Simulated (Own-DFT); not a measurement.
# Which defects push the lattice out? monoclinic HfO2

Source: density functional calculations with Own-DFT, an unreviewed in-house program that is no longer used. Nothing was measured or relaxed, and spin and spin-orbit coupling are left out.

Common settings: PBE; PseudoDojo norm-conserving scalar-relativistic files; cutoff 72 hartree; 2 x 2 x 2 k mesh centred on Gamma; Fermi-Dirac smearing of 0.1 eV.

Known weak points (not all hold for every row): not probed for a lower state with spin; hafnium file: forces about 75 meV/angstrom off all-electron values; oxygen file: force components 24 meV/angstrom off all-electron in a glass; forces on such cells passed a denser k mesh, each cell not checked; stress not checked against mesh or cutoff.

All runs share one cell, with vectors in Å (10.234, 0.000, 0.000); (0.000, 10.350, 0.000); (-1.696, 0.000, 10.445) and a volume of 1106.4 Å³. u is the rms random offset of the atoms per axis. The defect's site can differ from row to row.

```
                                      cell     formula   u (Å)  P (GPa)
                                 no defect     Hf32O64  0.0200     3.65
                                 no defect     Hf32O64  0.0203     4.12
                                 no defect     Hf32O64  0.0477     5.75
two Al on a Hf site each and one O vacancy  Al2Hf30O63  0.0288     1.72
two Al on a Hf site each and one O vacancy  Al2Hf30O63  0.0294     1.90
two Al on a Hf site each and one O vacancy  Al2Hf30O63  0.0476        ?
two Al on a Hf site each and one O vacancy  Al2Hf30O63  0.0495     2.13
                       one Si on a Hf site   Hf31O64Si  0.0295     3.18
                       one Si on a Hf site   Hf31O64Si  0.0327     3.01
                       one Si on a Hf site   Hf31O64Si  0.0439     3.85
                           two O vacancies     Hf32O62  0.0282     3.67
                           two O vacancies     Hf32O62  0.0483     5.01
                           two O vacancies     Hf32O62  0.0546     4.58
```

## Worked fit

P = P0 + c u² + a shift for each defect gives P0 = 3.88 GPa, c = 609 ± 152 GPa/Å² and a scatter of 0.41 GPa. The shifts, and each times the cell's volume:

- two O vacancies: -0.70 ± 0.37 GPa, -4.8 eV (-2.4 eV for each of its 2 sites) (not resolved)
- one Si on a Hf site: -1.32 ± 0.34 GPa, -9.1 eV
- two Al on a Hf site each and one O vacancy: -2.80 ± 0.34 GPa, -19.4 eV

Against the defect-free cell, a freed cell would be larger where the shift is positive and smaller where it is negative (160.2 GPa Å³ is 1 eV). The atoms around the defects weren't relaxed, which would change these numbers.

## Withheld run

Q: what pressure belongs in the blank (two Al on a Hf site each and one O vacancy, u = 0.0476 Å)?

From the fit: 2.46 ± 0.49 GPa. DFT gave 3.36 GPa.
